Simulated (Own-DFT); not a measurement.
Simulation results for AlGa3N4 (wurtzite random alloy, strained, atoms displaced)

A calculation, not a measurement: plane-wave PBE density functional theory by an unreviewed code, no spin, of a simulated periodic cell, stress positive in tension, free energy of the whole cell less one offset for each atom, forces on such cells passed a denser k mesh, this cell's mesh not checked; offsets are fitted by least squares, one for each functional and potential file, so energies compare only between cells with the same atoms and settings and are not formation energies; the far tail of each file's local potential was reset to the Coulomb form; each entry is a single point on an unrelaxed cell, so the pressure reflects the starting lattice, mostly measured values, from which strain is counted, and rises with the displacements; printed positions are rounded, which can move forces by about a meV/angstrom; the program is a retired in-house code; no spin-orbit coupling. Program: Own-DFT development build.

Common to all runs: functional PBE; potential files PseudoDojo norm-conserving, scalar-relativistic, standard set with the stringent files for Ga; wave cutoff 96 hartree; occupations Gaussian; smearing width 0.01 eV; k mesh 4 x 4 x 3 centred on Gamma.

(1) AlGa3N4 (wurtzite random alloy, strained, atoms displaced)

```
AlGa3N4
1.0
      9.7708     0.0000     0.0000
     -4.8854     8.4617     0.0000
      0.0000     0.0000    10.2685
Ga N Al Ga N Ga N Ga N Al N Ga N Ga N Ga N Ga Al N Ga N Ga Al N Al N Ga N Ga N Ga N Ga N Al N Ga N
2 2 1 1 2 2 2 2 2 2 2 2 2 2 2 2 2 1 1 2 2 2 1 1 2 2 2 2 2 2 2 2 2 2 2 2 2 2 2
Direct
  0.10875 0.21699 0.99265
  0.22498 0.12118 0.24203
  0.10215 0.22323 0.18356
  0.21835 0.11071 0.44674
  0.11530 0.22875 0.49440
  0.22557 0.10791 0.74978
  0.11858 0.22525 0.68630
  0.22178 0.10811 0.94462
  0.11014 0.54738 0.99727
  0.22916 0.45501 0.24493
  0.10851 0.54966 0.18852
  0.20920 0.43609 0.43359
  0.11490 0.55544 0.50075
  0.22246 0.44184 0.75272
  0.10033 0.55242 0.68883
  0.22941 0.44404 0.93314
  0.10465 0.89495 0.00613
  0.22058 0.79029 0.24637
  0.10883 0.89442 0.18943
  0.22535 0.78270 0.43881
  0.10638 0.88524 0.50497
  0.22306 0.77585 0.75579
  0.11417 0.88583 0.68734
  0.21470 0.77482 0.93143
  0.43923 0.21099 0.99878
  0.55383 0.10984 0.25424
  0.44382 0.22394 0.18039
  0.55165 0.12027 0.44782
  0.45079 0.22842 0.51177
  0.54960 0.10490 0.74798
  0.43581 0.21652 0.69553
  0.56056 0.11783 0.94151
  0.44547 0.55004 0.00442
  0.54749 0.44119 0.24644
  0.45142 0.56472 0.19057
  0.55432 0.43859 0.43767
  0.45508 0.56335 0.50122
  0.56214 0.45214 0.75358
  0.43606 0.55434 0.69116
  0.54811 0.44694 0.93986
  0.45188 0.89223 0.99836
  0.54889 0.76936 0.25144
  0.44333 0.88988 0.18544
  0.54828 0.77341 0.43743
  0.43663 0.87358 0.51117
  0.56106 0.78921 0.75592
  0.44619 0.88683 0.68838
  0.55711 0.77383 0.93961
  0.76305 0.21762 0.00092
  0.89486 0.11127 0.24352
  0.78319 0.22172 0.18308
  0.88893 0.11881 0.43292
  0.77810 0.22497 0.50505
  0.88781 0.09763 0.74553
  0.78069 0.22492 0.68745
  0.88988 0.12206 0.93533
  0.78080 0.55056 0.00178
  0.88496 0.44158 0.25338
  0.76742 0.55719 0.17933
  0.89048 0.45109 0.43151
  0.78833 0.56105 0.50638
  0.88917 0.44737 0.74896
  0.77827 0.55543 0.68939
  0.88010 0.44640 0.93774
  0.78134 0.89136 0.99812
  0.88423 0.77822 0.24976
  0.77693 0.88481 0.17854
  0.87577 0.76904 0.44258
  0.77809 0.88802 0.50795
  0.88648 0.77895 0.75438
  0.77636 0.89045 0.68922
  0.88437 0.78348 0.94487
```

* free energy of cell above offsets: -9.413 eV
* pressure: -2.58 GPa
* stress xx: 6.32 GPa
* stress yy: 7.01 GPa
* stress zz: -5.59 GPa
* stress yz: -0.33 GPa
* stress xz: 0.72 GPa
* stress xy: 0.4 GPa

Force:
```csv
element,x (eV/Å),y (eV/Å),z (eV/Å)
Ga,-0.458,0.87,0.243
Ga,-0.333,-0.387,1.483
N,2.1,0.935,-0.213
N,-0.217,0.448,-0.982
Al,-0.154,-1.063,0.451
Ga,-1.388,-0.173,0.022
N,-0.604,-0.896,-0.372
N,-0.285,-0.951,-0.566
Ga,-0.513,0.404,0.012
Ga,-0.625,-1.08,0.428
N,-0.619,1.938,-0.186
N,1.271,0.87,0.502
Ga,-0.617,0.038,-0.763
Ga,-0.633,-0.066,-1.472
N,1.537,0.551,0.137
N,-0.731,-0.208,1.901
Al,0.651,-0.996,-1.117
Al,0.864,-1.109,0.322
N,-0.096,-0.946,0.228
N,0.371,-0.213,-0.402
Ga,0.153,0.651,-1.478
Ga,-0.413,-0.475,-2.084
N,-0.81,-0.075,1.376
N,-0.056,0.758,3.303
Ga,-0.3,1.523,-0.833
Ga,0.311,0.399,0.162
N,0.077,0.607,1.855
N,1.46,-1.954,-0.483
Ga,-1.355,-0.465,-1.345
Ga,0.512,1.198,-0.113
N,1.596,1.116,0.584
N,-1.307,-1.841,-1.295
Ga,-0.72,0.882,-0.871
Al,1.035,0.258,0.317
N,0.143,-1.248,0.553
N,-0.174,1.078,-0.449
Ga,-0.54,-1.893,0.004
Ga,-1.14,-0.73,-0.265
N,1.4,1.736,-0.082
N,1.828,-1.009,0.093
Ga,-0.683,-0.728,-0.209
Al,0.269,2.095,-0.567
N,-0.097,-0.773,1.267
N,-0.076,1.238,0.055
Al,-0.465,1.458,-2.334
Al,-0.24,-1.772,-0.404
N,0.474,-0.47,0.99
N,0.298,1.157,-0.315
Ga,2.399,1.573,-0.386
Ga,-1.482,-0.727,0.392
N,-1.13,-0.118,1.398
N,0.868,-0.782,1.231
Ga,-0.152,0.07,-1.613
Ga,-0.156,3.33,0.468
N,-0.263,-0.666,1.143
N,0.096,-1.939,0.169
Ga,-1.783,0.895,-0.981
Ga,-0.065,0.113,-2.034
N,0.304,0.135,3.1
N,0.214,-0.254,2.332
Ga,-0.859,-1.332,-1.498
Ga,-0.126,-0.884,0.382
N,-0.382,0.488,0.834
N,1.701,-0.801,-0.161
Al,-0.974,0.284,-0.172
Al,-0.205,-0.33,-0.353
N,-0.401,-0.27,1.787
N,0.634,1.417,-1.194
Ga,-0.458,0.713,-2.508
Ga,0.949,-0.147,0
N,-0.493,-1.692,0.975
N,1.058,0.233,-0.401
```

(2) AlGa3N4 (wurtzite random alloy, strained, atoms displaced)

```
AlGa3N4
1.0
      9.7708     0.0000     0.0000
     -4.8854     8.4617     0.0000
      0.0000     0.0000    10.2685
Al Ga N Al Ga N Ga N Ga N Ga Al N Ga Al N Ga Al N Ga N Ga N Ga N Al Ga N Ga N Ga Al N Al Ga N Ga Al N Ga N Ga N Ga N
1 1 2 1 1 2 2 2 2 2 1 1 2 1 1 2 1 1 2 2 2 2 2 2 2 1 1 2 2 2 1 1 2 1 1 2 1 1 2 2 2 2 2 2 2
Direct
  0.11576 0.22261 0.99497
  0.21123 0.10142 0.25074
  0.11327 0.22231 0.19639
  0.22041 0.10551 0.43449
  0.10715 0.21945 0.50027
  0.22738 0.11183 0.74445
  0.11021 0.22870 0.69000
  0.22185 0.11134 0.93464
  0.10993 0.55378 0.99806
  0.21122 0.43338 0.24662
  0.11818 0.55889 0.18627
  0.21445 0.44054 0.43742
  0.11858 0.57173 0.50644
  0.22524 0.45358 0.75228
  0.10083 0.54716 0.69252
  0.22285 0.45230 0.93778
  0.11179 0.88953 0.00428
  0.22681 0.77250 0.24708
  0.10755 0.88641 0.18590
  0.21497 0.77675 0.43955
  0.11100 0.89256 0.50143
  0.21916 0.77050 0.75203
  0.10425 0.88095 0.69371
  0.22806 0.77981 0.92969
  0.45110 0.22578 0.00159
  0.55260 0.10795 0.24171
  0.43910 0.21980 0.18899
  0.56710 0.11885 0.43996
  0.44067 0.22149 0.50121
  0.55358 0.10861 0.75143
  0.43417 0.21799 0.68802
  0.54779 0.11032 0.93969
  0.44027 0.55998 0.99980
  0.55949 0.43865 0.24933
  0.44385 0.55432 0.18965
  0.55376 0.44316 0.43073
  0.44307 0.54910 0.49218
  0.55428 0.43898 0.74175
  0.44036 0.55336 0.69232
  0.56380 0.44931 0.94231
  0.44481 0.88733 0.00113
  0.55435 0.77977 0.25001
  0.44376 0.89109 0.19496
  0.55714 0.78380 0.44153
  0.44188 0.88210 0.50287
  0.56795 0.78420 0.75184
  0.44382 0.88657 0.68645
  0.54712 0.76839 0.94037
  0.77279 0.22922 0.00205
  0.88752 0.10543 0.25855
  0.77959 0.22318 0.18790
  0.88934 0.10876 0.43421
  0.78633 0.23018 0.50419
  0.88018 0.10363 0.74730
  0.78448 0.23176 0.68593
  0.89418 0.11463 0.94232
  0.77602 0.55479 0.00097
  0.88668 0.43312 0.24607
  0.77961 0.55882 0.18596
  0.89140 0.44116 0.43993
  0.77678 0.54906 0.49908
  0.89162 0.43822 0.74775
  0.77493 0.55934 0.68984
  0.88488 0.44151 0.94342
  0.77421 0.89197 0.00666
  0.88946 0.76922 0.25459
  0.77711 0.90257 0.18040
  0.89400 0.78937 0.43908
  0.76774 0.88188 0.50098
  0.89437 0.77690 0.74999
  0.78123 0.88635 0.68365
  0.88912 0.78546 0.94406
```

- free energy of cell above offsets: -10.036 eV
- pressure: -2.99 GPa
- stress xx: 7.18 GPa
- stress yy: 5.99 GPa
- stress zz: -4.18 GPa
- stress yz: -0.26 GPa
- stress xz: 0.41 GPa
- stress xy: -0.7 GPa

Force:
```csv
element,x (eV/Å),y (eV/Å),z (eV/Å)
Al,-0.429,0.009,0.324
Ga,0.716,0.743,-0.745
N,-1.119,-1.518,-1.829
N,-0.738,1.042,1.661
Al,0.005,0.311,-0.117
Ga,-2.224,-0.759,0.942
N,0.331,-0.784,-0.821
N,-0.052,0.59,0.907
Ga,-0.319,0.546,-0.147
Ga,0.954,1.561,0.53
N,-1.345,-0.25,0.762
N,0.34,-0.048,0.784
Ga,0.059,-2.42,-0.94
Ga,0.2,-1.147,-0.706
N,1.068,2.325,0.112
N,0.369,-1.726,0.819
Ga,-0.151,0.14,-1.831
Al,-1.072,0.375,0.381
N,1.261,-0.829,1.506
N,0.859,0.935,-1.038
Ga,-0.01,-0.322,0.196
Al,-0.215,0.56,-0.98
N,1.964,0.598,-0.613
N,0.094,0.097,1.805
Ga,-1.648,0.325,-0.437
Al,0.115,0.885,1.615
N,1.071,-0.761,0.456
N,-0.327,-0.381,-0.492
Ga,0.874,-0.478,-1.352
Ga,-0.06,0.194,-0.879
N,1.95,0.54,-0.161
N,1.35,-1.079,0.393
Ga,1.067,-1.322,0.362
Ga,-0.969,0.453,-1.45
N,-0.048,0.073,0.421
N,0.446,-0.029,1.865
Ga,-0.968,0.416,0.61
Ga,-0.572,0.794,1.444
N,0.753,0.605,-0.913
N,-1.224,-0.757,-0.864
Al,-0.342,-0.207,-0.388
Ga,0.652,-0.373,-0.257
N,-0.616,-0.026,-1.334
N,-0.205,-1.493,-0.56
Ga,-0.452,1.533,-1.065
Ga,-0.886,-1.209,-0.323
N,-0.5,-0.343,1.483
N,-0.305,2.591,0.085
Ga,1.267,-1.254,-0.546
Al,-0.153,0.698,-2.19
N,-0.342,-0.619,1.165
N,-0.281,0.702,1.97
Al,-0.288,-1.026,-1.463
Ga,1.058,1.091,0.655
N,-0.618,-2.072,0.143
N,-0.562,0.253,-0.44
Ga,0.181,1.135,-0.769
Al,-0.069,1.541,0.529
N,1.056,-1.276,1.379
N,-0.115,0.252,-0.745
Ga,-0.036,0.701,-0.26
Ga,-1.657,0.917,1.1
N,0.812,-0.906,-0.336
N,0.233,0.848,-0.763
Ga,0.478,-0.01,-2.549
Ga,-0.665,1.011,-0.978
N,0.367,-0.799,3.789
N,-0.248,-1.501,0.347
Ga,0.981,1.06,-0.94
Ga,-1.151,-0.136,0.965
N,-0.285,0.198,1.221
N,0.334,-0.791,-0.51
```

(3) AlGa3N4 (wurtzite random alloy, strained, atoms displaced)

```
AlGa3N4
1.0
      9.7708     0.0000     0.0000
     -4.8854     8.4617     0.0000
      0.0000     0.0000    10.2685
Ga N Ga Al N Ga N Ga Al N Al Ga N Ga Al N Al N Al Ga N Ga N Ga N Ga N Ga N Al Ga N Ga N Al Ga N Ga N Ga N Ga N
2 2 1 1 2 2 2 1 1 2 1 1 2 1 1 2 2 2 1 1 2 2 2 2 2 2 2 2 2 1 1 2 2 2 1 1 2 2 2 2 2 2 2
Direct
  0.11083 0.22142 0.98975
  0.22467 0.11480 0.24525
  0.12306 0.23648 0.19141
  0.20686 0.10955 0.44076
  0.10520 0.21933 0.50851
  0.22310 0.12091 0.74841
  0.12289 0.22894 0.68089
  0.21619 0.10877 0.94133
  0.10847 0.56385 0.00133
  0.22254 0.43823 0.25764
  0.10006 0.55222 0.18806
  0.21417 0.44334 0.43650
  0.09896 0.55106 0.48841
  0.22470 0.45890 0.75016
  0.11069 0.54930 0.68954
  0.22994 0.44725 0.93462
  0.11610 0.89613 0.00610
  0.22363 0.78261 0.24656
  0.10928 0.88879 0.19375
  0.22349 0.77624 0.43696
  0.11223 0.89597 0.49927
  0.22145 0.77107 0.75045
  0.13089 0.89880 0.68719
  0.22731 0.77896 0.93435
  0.43887 0.22766 0.99801
  0.56738 0.11146 0.24809
  0.44590 0.22010 0.18368
  0.55347 0.11376 0.44227
  0.45554 0.22315 0.50290
  0.56714 0.12050 0.75104
  0.44433 0.23095 0.69630
  0.55380 0.10849 0.94834
  0.44429 0.56118 0.99767
  0.55434 0.45708 0.24306
  0.45102 0.55833 0.18374
  0.54428 0.44771 0.44072
  0.44152 0.55070 0.48877
  0.54871 0.44213 0.75191
  0.44833 0.54887 0.69517
  0.55212 0.45026 0.93054
  0.43978 0.89372 0.00558
  0.55676 0.77373 0.24740
  0.45097 0.88664 0.18864
  0.55226 0.77853 0.43930
  0.44541 0.88652 0.50019
  0.55214 0.78118 0.74780
  0.44375 0.88925 0.69413
  0.55692 0.77396 0.94310
  0.78502 0.23460 0.01071
  0.88278 0.10608 0.25188
  0.77420 0.22617 0.19221
  0.88494 0.10148 0.44874
  0.77909 0.22589 0.50190
  0.88784 0.10838 0.75502
  0.77202 0.21931 0.69376
  0.90404 0.12662 0.94304
  0.77152 0.56019 0.00299
  0.88379 0.44430 0.24744
  0.77421 0.54965 0.18740
  0.88312 0.45075 0.44215
  0.77491 0.54275 0.49943
  0.89247 0.44561 0.75578
  0.77819 0.55221 0.68418
  0.88318 0.43885 0.94220
  0.77198 0.88867 0.99592
  0.89430 0.78374 0.24882
  0.77877 0.88554 0.18506
  0.89283 0.77698 0.43775
  0.78125 0.88811 0.49931
  0.88702 0.77382 0.75157
  0.77464 0.89158 0.69405
  0.88549 0.76661 0.93185
```

- free energy of cell above offsets: -8.731 eV
- pressure: -2.37 GPa
- stress xx: 4.81 GPa
- stress yy: 5.65 GPa
- stress zz: -3.36 GPa
- stress yz: 0.06 GPa
- stress xz: -0.13 GPa
- stress xy: 0.57 GPa

Force:
```csv
element,x (eV/Å),y (eV/Å),z (eV/Å)
Ga,1.112,1.889,1.77
Ga,-0.04,0.453,1.007
N,-0.878,-2.492,-1.081
N,2.374,0.859,-0.554
Ga,0.192,0.307,-2.831
Al,0.974,-1.034,-0.144
N,-0.908,0.384,4.196
N,1.189,-0.168,-0.625
Ga,0.802,-1.027,-0.433
Ga,-0.565,1.523,-1.863
N,1.083,0.636,0.62
N,0.082,-0.067,1.425
Ga,1.301,1.16,1.207
Al,1.859,-1.432,-0.327
N,-0.447,1.223,-0.167
N,-1.392,0.119,-0.08
Al,-0.312,-0.995,-1.378
Ga,0.518,-0.766,0.584
N,0.486,0.548,-1.703
N,-0.377,0.25,0.136
Ga,0.586,-0.693,0.083
Al,-0.235,1.077,-0.891
N,-0.902,-0.418,1.193
N,-1.485,0.421,0.783
Al,0.88,-0.167,-0.309
Al,-2.36,-0.338,0.238
N,0.519,0.107,0.386
N,0.515,0.065,-1.034
Al,-2.51,0.414,0.123
Ga,-2.231,-1.423,1.137
N,0.515,-1.805,-1.345
N,0.172,1.907,-0.264
Ga,0.103,-0.758,-0.663
Ga,1.585,-2.112,0.994
N,-1.754,0.25,0.679
N,2.817,-2,-0.966
Ga,-1.603,1.141,2.38
Ga,1.302,0.805,-1.129
N,-2.797,1.519,-1.434
N,1.267,-0.829,3.281
Ga,1.186,-0.484,-1.299
Ga,-0.139,0.332,0.236
N,-0.719,0.991,1.212
N,0.905,-0.254,-0.259
Ga,-0.683,0.076,0.346
Ga,0.687,-1.031,0.421
N,-0.668,-0.022,-0.357
N,-1.045,1.386,-0.608
Al,-0.267,-1.416,-1.53
Ga,1.061,0.735,0.068
N,0.943,-0.758,0.135
N,-0.974,1.669,-1.306
Ga,0.124,-0.734,0.162
Ga,0.227,0.731,-0.765
N,1.847,1.098,-0.613
N,-2.929,-1.568,0.11
Al,0.367,-0.989,-1.073
Ga,0.123,0.399,0.352
N,-0.489,1.147,-0.414
N,1.721,-2.241,-1.449
Ga,-2.761,2.364,0.318
Ga,-0.582,-0.15,-0.714
N,0.039,0.035,1.139
N,-0.678,0.962,0.837
Ga,1.021,0.295,-0.339
Ga,-0.355,-1.049,0.362
N,-0.162,0.598,0.462
N,-0.651,-0.517,0.31
Ga,-0.291,-1.29,0.623
Ga,0.433,0.317,-1.759
N,0.802,-0.327,-0.29
N,0.471,1.161,2.684
```
